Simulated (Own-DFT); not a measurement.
# How strain changes the stress of beta-Si3N4, 112 atoms (N64Si48)

All numbers below are calculated, not measured. They come from Own-DFT, an in-house plane-wave density functional program, since retired, whose code no person has reviewed. Each row is one single-point run on a periodic cell that was not relaxed, without spin or spin-orbit coupling.

Settings of every run: PBE; PseudoDojo norm-conserving scalar-relativistic files; cutoff 42 hartree; 2 x 2 x 4 k mesh centred on Gamma; Fermi-Dirac smearing of 0.1 eV.

Known limits: forces on such cells moved up to 12 meV/angstrom on a denser k mesh; stress not checked against mesh or cutoff.

Unstrained cell vectors in Å: (15.212, 0.000, 0.000); (-7.606, 13.174, 0.000); (0.000, 0.000, 5.818). The unstrained cell has measured lattice constants (interpolated for alloys), not those of this functional. That, the random moves and any unrelaxed bonds set the pressure at no strain. Each run strains this cell uniformly, with the atoms carried along. Every atom was also moved at random, by a Gaussian of width 0.05 Å on each axis. Strain is the symmetric tensor, in per cent. Stress is positive in tension, and the pressure is minus a third of its trace.

```
run  e_xx (%)  e_yy (%)  e_zz (%)  e_yz (%)  e_xz (%)  e_xy (%)  s_xx (GPa)  s_yy (GPa)  s_zz (GPa)  s_yz (GPa)  s_xz (GPa)  s_xy (GPa)  P (GPa)  E (meV/atom)
  1      0.89      1.44      1.89      0.13     -0.11      0.56       -0.97        2.08        4.91        0.98       -0.63        1.94    -2.01          24.9
  2      0.85      2.00     -1.38     -1.37      1.73     -0.69       -2.31        2.12      -15.27       -1.71        5.60       -2.50     5.15          32.8
  3     -1.66     -1.76      0.96     -0.13     -1.06      0.57      -19.81      -17.27       -5.60        0.47       -3.08        4.58    14.22          31.7
  4      1.52      0.69     -0.22      0.72     -1.68      1.12        2.91       -1.93      -11.52        2.32       -5.08        4.81     3.51          18.8
  5     -0.50      1.59      1.28     -1.19     -0.34     -1.89       -6.59        2.58       -0.91       -2.66       -2.14       -7.39     1.64           0.0
  6      0.80      1.64     -0.99      1.72     -0.19     -0.53       -2.12        0.22      -14.30        6.16        0.11       -1.06     5.40          36.3
  7      1.16     -1.70      1.77      0.54      0.97      1.12       -1.35      -13.77        1.03        0.75        1.88        3.15     4.69          20.2
  8     -1.44     -0.67      0.44     -1.52     -0.17      1.49      -16.69      -10.77      -11.18       -5.98       -0.06        5.72    12.88          39.3
  9     -0.48      0.69      0.80     -0.04      1.95     -0.84       -7.92       -2.85       -6.90        0.71        7.74       -3.65     5.89          32.5
 10      1.53     -1.92     -0.93     -0.55     -1.39     -0.95       -3.75      -14.40      -20.37       -3.02       -4.76       -5.24    12.84          61.6
 11      0.00      0.10      1.34     -0.07      1.39     -0.42       -5.49       -4.25       -1.96       -0.97        5.09       -0.41     3.90           5.1
 12     -0.72      1.72      0.31     -0.58      0.04      1.60       -7.65        1.22       -8.33       -3.20        0.92        6.67     4.92           7.0
 13     -0.04      0.06      0.08     -0.26      0.42     -0.15       -6.08       -6.87      -10.50       -2.43        2.14        0.27     7.82          15.9
 14      1.80     -0.66      0.07      1.43     -0.47      1.30        1.49       -9.08       -8.29        5.28       -2.38        4.86     5.29          20.2
 15      0.81     -1.23      1.46      1.13      1.82     -0.08       -1.28      -10.41       -4.01        4.17        6.20       -0.32     5.24          28.1
 16     -1.34     -1.58     -1.50      0.15      0.69     -0.35      -19.80      -16.95      -26.17        1.10        7.01        0.80    20.98          64.8
 17     -0.31      1.08     -1.33     -1.34     -1.09     -1.97      -10.85       -4.08      -17.36       -5.22       -4.93       -7.93    10.76          50.1
 18      0.28     -1.18      0.27     -0.66     -1.31      0.38           ?           ?           ?           ?           ?           ?        ?             ?
```

E is the free energy for each atom above the lowest run shown.

## Worked fit

Each stress component was fitted by least squares to a constant and the strains of the runs shown, as fractions, with shears doubled. Shear strains stay in the fit of a normal stress only where such slopes are resolved. The slopes, in GPa:

| stress | at no strain | per e_xx | per e_yy | per e_zz | scatter |
|---|---|---|---|---|---|
| s_xx | -7.8 | 575 ± 29 | 144 ± 23 | 131 ± 28 | 1.29 |
| s_yy | -6.9 | 91 ± 19 | 488 ± 16 | 91 ± 19 | 0.85 |
| s_zz | -11.1 | 92 ± 37 | 144 ± 29 | 680 ± 35 | 1.61 |

Each shear stress against twice its own strain: yz 176 ± 21, xz 184 ± 12, xy 197 ± 10 GPa. These are stiffnesses along x, y and z of the frame in which the cell vectors are given, which need not be the crystal's axes. The atoms are held to the strained lattice; where symmetry lets them move under strain, relaxing them would lower some slopes. The table should be nearly symmetric about its diagonal, and what it lacks of that shows the noise. A ninth of its sum, 271 ± 7 GPa, estimates the bulk modulus near the mean pressure of these runs, 7.2 GPa, so it lies above the value at zero pressure.

## Withheld run

Question: what normal stresses and pressure should run 18 give?

The fit gives s_xx = -7.5, s_yy = -12.2, s_zz = -10.7 and P = 10.1 GPa. The calculation gave -5.18, -16.61, -7.64 and P = 9.81 GPa. This run lies off the fit, by chance or by something that the fit leaves out.
